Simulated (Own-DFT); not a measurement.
# How strain changes the stress of wurtzite GaN, 72 atoms (Ga36N36)

Calculated results; nothing here was measured. The program, named Own-DFT, is a retired in-house plane-wave density functional code that no person has reviewed. Each row is one single-point run on a periodic cell that was not relaxed, without spin or spin-orbit coupling.

Settings of every run: PBE; PseudoDojo norm-conserving scalar-relativistic files (stringent for Ga); cutoff 96 hartree; 4 x 4 x 3 k mesh centred on Gamma; Gaussian smearing of 0.01 eV.

Known limits: forces not confirmed at this smearing and k mesh; stress not checked against mesh or cutoff.

Unstrained cell vectors in Å: (9.567, 0.000, 0.000); (-4.784, 8.285, 0.000); (0.000, 0.000, 10.370). The unstrained cell has measured lattice constants (interpolated for alloys), not those of this functional. That, the random moves and any unrelaxed bonds set the pressure at no strain. Each run strains this cell uniformly, with the atoms carried along. Every atom was also moved at random, by a Gaussian of width 0.05 Å on each axis. Strain is the symmetric tensor, in per cent. Stress is positive in tension, and the pressure is minus a third of its trace.

```
run  e_xx (%)  e_yy (%)  e_zz (%)  s_xx (GPa)  s_yy (GPa)  s_zz (GPa)  P (GPa)  E (meV/atom)
  1      0.00      0.00      0.75       -7.96       -5.98       -3.55     5.83          10.5
  2      0.00      0.00      0.75       -7.64       -5.29       -3.96     5.63          10.3
  3      0.00      0.00     -0.50       -6.54       -7.55       -8.90     7.66           2.3
  4      0.00      0.00     -1.25       -7.85       -7.47      -13.69     9.67          19.5
  5      0.00      0.00      1.75       -8.17       -3.71        1.08     3.60           1.1
  6      0.00      0.00      2.75       -6.00       -5.50        4.26     2.41          12.5
  7      0.00      0.00      2.75       -4.59       -5.07        4.23     1.81           0.0
  8      0.00      0.00      1.75       -6.84       -6.52        0.58     4.26          17.8
  9      0.00      0.00     -1.25       -6.30       -9.85      -11.97     9.37          17.8
 10      0.00      0.00     -0.50       -7.47       -6.39      -10.12     8.00          10.6
 11      0.00      0.00     -0.25           ?           ?           ?        ?             ?
```

E is the free energy for each atom above the lowest run shown.

## Worked fit

The change of volume is close to e_xx + e_yy + e_zz. A straight line through the runs shown gives P = 7.10 - 182 x (fractional change of volume) GPa, with an error of 6 on the slope and a scatter of 0.28 GPa. The strain isn't the same on all axes and the cell isn't cubic, so the slope belongs to this path and is not the bulk modulus.

## Withheld run

Question: what pressure should run 11 give? Its volume changes by -0.25 %.

The line gives 7.6 GPa. The calculation gave 7.50 GPa.
